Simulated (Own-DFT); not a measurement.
# Shaking the atoms of grey tin, 64 atoms (Sn64)

All numbers below are calculated, not measured. They come from Own-DFT, an in-house plane-wave density functional program, since retired, whose code no person has reviewed. Each row is one single-point run on a periodic cell that was not relaxed, without spin or spin-orbit coupling.

Settings of every run: PBE; PseudoDojo norm-conserving scalar-relativistic files; cutoff 42 hartree; 3 x 3 x 3 k mesh centred on Gamma; cold (Marzari-Vanderbilt) smearing of 0.2 eV.

Known limits: forces on such cells moved up to 12 meV/angstrom on a denser k mesh; stress not checked against mesh or cutoff.

Cell vectors in Å: (12.978, 0.000, 0.000); (0.000, 12.978, 0.000); (0.000, 0.000, 12.978). In each run every atom was moved at random and independently from its ideal site; u is the rms move along one axis. E is the free energy for each atom above the fitted value at u = 0, and F the rms of the force components.

| run | u (Å) | E (meV/atom) | F (eV/Å) | largest force (eV/Å) | P (GPa) |
|---|---|---|---|---|---|
| 1 | 0.0189 | 4.0 | 0.185 | 0.70 | 3.37 |
| 2 | 0.0196 | 5.4 | 0.220 | 0.80 | 3.38 |
| 3 | 0.0203 | 5.7 | 0.228 | 0.73 | 3.39 |
| 4 | 0.0494 | 32.1 | 0.554 | 2.33 | 3.64 |
| 5 | 0.0519 | 31.5 | 0.544 | 1.66 | 3.61 |
| 6 | 0.0534 | 35.5 | 0.597 | 2.78 | 3.65 |
| 7 | 0.0977 | ? | ? | ? | ? |
| 8 | 0.0978 | 134.2 | 1.156 | 3.92 | 4.59 |
| 9 | 0.1016 | 128.3 | 1.139 | 3.83 | 4.50 |
| 10 | 0.1455 | 210.9 | 1.427 | 6.34 | 5.21 |

## Worked fit

For small independent moves the energy grows as E = (3/2) K u², with K the mean stiffness felt by one atom. The runs with u up to 0.11 Å give K = 8.5 ± 0.3 eV/Å², with residuals divided by u² + 0.0006 Å², since the noise grows with the moves. The scatter is 2.3 meV/atom at u = 0.05 Å. The forces follow F = G u with G = 11.0 eV/Å²; no force at u = 0 is resolved. G exceeds K because the moves of its neighbours add to the force on an atom, and stiffness differs between atoms. At u = 0.146 Å the parabola gives 272 meV/atom and the run 211. The pressure follows P = 3.32 + 122 u² GPa: at fixed volume, shortened bonds push harder than stretched ones pull.

## Withheld run

Question: what energy and rms force should run 7 give?

The fit gives 122 ± 8 meV/atom and about 1.07 eV/Å. The calculation gave 111.6 meV/atom and 1.025 eV/Å.
